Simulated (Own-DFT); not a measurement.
InAs (zincblende, strongly disordered by large displacements) (calculated)

A calculation, not a measurement: plane-wave PBE density functional theory by an unreviewed code, no spin, of a simulated periodic cell, stress positive in tension, free energy of the whole cell less one offset for each atom, forces on such cells passed a denser k mesh, this cell's mesh not checked; broken bonds can close the gap or carry spin, so checks made on this kind of crystal may not hold here; offsets are fitted by least squares, one for each functional and potential file, so energies compare only between cells with the same atoms and settings and are not formation energies; the far tail of each file's local potential was reset to the Coulomb form; each entry is a single point on an unrelaxed cell, so the pressure reflects the starting lattice, mostly measured values (interpolated for alloys), from which strain is counted, and rises with the displacements; printed positions are rounded, which can move forces by about a meV/angstrom; the program, named Own-DFT, is a retired in-house code; no spin-orbit coupling. Program: Own-DFT development build.

```xyz
64
Lattice="12.1166 0.0000 0.0000 0.0000 12.1166 0.0000 0.0000 0.0000 12.1166" Properties=species:S:1:pos:R:3:force_x:R:1:force_y:R:1:force_z:R:1 formula=InAs functional=PBE potential_files=PseudoDojo_norm-conserving,scalar-relativistic,standard_set wave_cutoff=42 occupations=Fermi-Dirac smearing_width=0.1 hardware=one_NVIDIA_H200 k_mesh=3_x_3_x_3_centred_on_Gamma free_energy_of_cell_above_offsets=-0.692 pressure=9.31 stress_xx=-9.53 stress_yy=-9.12 stress_zz=-9.27 stress_yz=-0.49 stress_xz=-0.65 stress_xy=0.84 wall_time=1158
In     0.1272     0.1178    11.6384     -1.412      1.811      6.184
In     0.2722     3.4188     3.0773     -1.851     -3.172     -0.057
In     2.8823    12.0131     2.8094      1.253     -2.086      1.647
In     2.8982     3.1314     0.2036     -3.164      0.816       3.15
As     1.4523     1.4844     1.8223     -1.685      1.465     -2.601
As     1.6442     4.7376     4.4378     -0.307        2.7      1.462
As     4.3570     1.5233     4.2879     -0.224      1.545      -0.51
As     4.3606     4.7166     1.5019      2.908     -2.773      -1.51
In    11.8278     0.4101     6.2497      0.266     -1.724     -0.804
In     0.1252     3.1211     8.8371     -0.149      -0.25      0.858
In     2.8372     0.2438     9.0198      4.388     -2.971      4.917
In     2.8138     3.2944     5.9470      1.904     -1.961      1.629
As     1.6005     1.2945     7.5694     -3.056      4.686      -4.29
As     1.4484     4.4502    10.7137     -0.572      1.549     -0.573
As     4.2472     2.1202    10.8347      2.837     -4.442     -2.669
As     4.5232     4.5504     7.6681     -0.173      0.373     -1.612
In    12.1003     6.1256     0.3255      1.106      2.019     -3.255
In    12.0463     8.9828     3.3064      0.824      0.899     -2.799
In     3.2661     6.0884     2.9482      -0.83      3.067      3.024
In     2.9803     9.6381    12.0484      0.508     -3.048       0.77
As     1.5222     7.5261     1.7646      0.489      1.683     -1.028
As     1.4691    10.4066     4.4840      0.592      2.562      0.862
As     4.7849     7.5081     4.6609     -0.711       0.64     -0.181
As     4.7070    10.7091     1.3412     -1.447     -2.849      2.916
In    11.8957     6.0843     6.0307      1.033      0.887      0.176
In     0.0253     9.0556     8.8634     -3.201      3.827       1.86
In     3.1188     6.0845     9.1745     -1.256     -0.024      0.302
In     3.0608     9.1654     6.0469      0.334     -0.887      0.281
As     1.4252     7.7485     7.7452      3.763     -3.782     -3.424
As     1.3865    10.7724    10.6542       2.56      -3.77     -4.633
As     4.8944     7.3782    10.5542     -4.587     -1.662       2.08
As     4.4173    10.7662     7.6499      0.898      0.018     -0.259
In     5.8600     0.3127     0.4419      1.769      2.999     -3.941
In     6.2853     3.0499     2.7015     -5.772      4.534      5.812
In     8.9603    12.1006     2.8123     -0.129      0.451      1.261
In     9.0215     2.8958     0.0485      3.459       3.86     -3.533
As     7.5988     1.9316     1.4417      1.621     -6.774     -0.618
As     7.6059     4.4479     4.8923      -3.64      1.324     -5.131
As    10.3290     1.5468     4.6806     -0.172      1.816     -1.506
As    10.8730     4.5215     1.5007     -3.774      -1.53      0.564
In     6.0453     0.3039     5.5818      0.979     -0.768       2.42
In     5.8956     3.1197     9.2239      1.908     -0.756     -0.549
In     9.0672     0.0943     9.4654      0.977     -0.087      0.047
In     9.0162     3.4742     6.2825      2.077     -5.324      2.235
As     7.7829     1.3593     7.8022     -2.068      2.256     -1.786
As     7.6542     4.7704    10.4859     -1.953     -2.716      2.613
As    10.7662     1.6265    10.8264     -2.287       2.62     -2.867
As    10.4835     4.7003     7.7002      2.534     -0.127      0.314
In     5.9516     6.0461     0.0328      2.648     -0.524      2.233
In     6.2352     9.2601     3.0850     -3.789     -1.731     -1.033
In     9.0331     5.7644     3.1117     -0.176      1.034     -0.556
In     9.3226     9.5868    12.0189     -3.867     -4.359     -3.589
As     7.4781     7.7624     1.7349      2.013     -2.593     -2.529
As     7.4729    10.4906     4.5425      1.214      3.599      1.164
As    10.5093     7.6184     4.4069     -2.182     -1.621      1.585
As    10.4804    10.7061     1.3664      4.862      2.775      4.041
In     6.3739     6.1150     6.2783     -1.671      0.231       0.09
In     5.6527     8.9506     9.2544      3.043      4.695     -4.706
In     9.1458     6.0541     9.2478      0.145      1.994     -1.428
In     9.3139     9.5477     5.8594     -1.916     -5.223     -2.916
As     7.8930     7.6521     7.4702     -0.084      1.167        0.9
As     7.6104    10.4243    10.3388     -1.519      0.279      1.306
As    10.3733     7.9268    10.1898      0.928      0.251      2.816
As    10.2157    10.8512     7.3509      3.785      3.104      5.375
```

Units: wave_cutoff in hartree; smearing_width, free_energy_of_cell_above_offsets in eV; pressure, stress_xx, stress_yy, stress_zz, stress_yz, stress_xz, stress_xy in GPa; wall_time in s; force_x, force_y, force_z in eV/Å.
